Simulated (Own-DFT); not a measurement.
# A change of arrangement and its cost: Ga32P32, 64 atoms

These are calculations, not measurements. The program, named Own-DFT, is a retired in-house plane-wave density functional code that no person has reviewed. Each row is one single-point run on a periodic cell that was not relaxed, without spin or spin-orbit coupling.

Settings of every run: PBE; PseudoDojo norm-conserving scalar-relativistic files; cutoff 42 hartree; 3 x 3 x 3 k mesh centred on Gamma; Fermi-Dirac smearing of 0.1 eV.

Known limits, some of them of some rows only: not probed for a lower state with spin; forces on such cells failed a check on a denser k mesh; forces on such cells passed a denser k mesh, each cell not checked; stress not checked against mesh or cutoff.

All cells hold the same atoms in the same cell, with vectors in Å (10.901, 0.000, 0.000); (0.000, 10.901, 0.000); (0.000, 0.000, 10.901). Every atom was moved at random from its ideal site; u is the rms move along one axis. The defect's site can differ from row to row. E is the free energy of the cell above the lowest run. The arrangements:

- A: zincblende GaP
- B: zincblende GaP, with one Ga on a P site and one P on a Ga site, 2.4 Å apart

```
arrangement,u (Å),E (eV),P (GPa)
A,0.0193,0.000,2.69
A,0.0207,0.115,2.72
A,0.0212,0.149,2.72
A,0.0482,2.144,3.19
A,0.0502,2.409,3.22
A,0.0522,3.164,3.46
B,0.0306,3.745,2.99
B,0.0313,3.918,3.04
B,0.0334,3.875,3.01
B,0.0476,5.264,3.38
B,0.0515,5.593,3.41
B,0.0545,5.903,3.60
```

Question: once the cost of the random moves is taken out, how do the arrangements rank?

## Worked answer

Fit E = a + b u², with one b for all and one a for each arrangement, and with residuals divided by u², since the noise grows with the moves. Then b = 1144 eV/Å², the scatter at u = 0.04 Å is 0.14 eV, and against A:

- B: 3.08 ± 0.06 eV (higher)

These are energies of unrelaxed cells. Relaxing the atoms lowers the strained arrangements most, so the gaps would shrink and small ones could change sign.
